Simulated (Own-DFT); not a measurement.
# What it costs to cut wurtzite GaN, m plane (10-10)

The numbers are computed, not measured, by runs of the plane-wave DFT program Own-DFT (in-house, retired, unreviewed) at fixed positions, with no spin and no spin-orbit coupling.

Limits (not all hold for every row): k mesh not checked against a denser one; forces on such cells passed a denser k mesh, each cell not checked.

Both sets of runs: PBE; PseudoDojo norm-conserving scalar-relativistic files (stringent for Ga); cutoff 96 hartree; Gaussian smearing of 0.01 eV. The slab has 64 atoms in 16 layers, two equal faces of 33.07 Å² as cut, 15 Å of vacuum, a dipole correction along the normal and a 6 x 6 x 1 mesh. The bulk cell has 96 atoms, the same measured lattice constants and a 3 x 4 x 3 mesh. In the slab only the 16 atoms nearest the faces were moved at random; u is their rms move along one axis. Energies are counted from -3520.29 eV for each atom.

```
slab run,u (Å),E (eV, cell)
1,0.0457,8.842
2,0.0466,8.689
3,0.0471,8.921
4,0.0472,8.484
5,0.0572,8.926
6,0.0591,9.562
7,0.0591,9.361
8,0.0599,8.747
9,0.0824,11.266
10,0.1043,12.408
11,0.1049,11.915
12,0.1056,11.652
```

```
bulk run,u (Å),E (meV/atom)
1,0.0196,1.12
2,0.0197,2.28
3,0.0201,2.28
4,0.0203,1.88
5,0.0204,2.62
6,0.0209,2.79
7,0.0491,61.15
8,0.0506,59.15
9,0.0510,56.45
10,0.0517,61.26
```

Question: what is the energy of the unrelaxed surface?

## Answer

Take each set to u = 0 with E = a + b u². Residuals are scaled by 1/(u² + 0.0006 Å²) to tame the large moves. Slab: a = 7.87 ± 0.17 eV. Bulk: a = -8.7 ± 0.5 meV/atom. The excess is 7.87 - 64 x (-0.0087) = 8.42 ± 0.17 eV. Over two faces that is 127 meV/Å², or 2.04 ± 0.04 J/m². Relaxing the faces would lower the energy, and the unlike meshes and the reach from the smallest u down to zero add errors that aren't counted here.
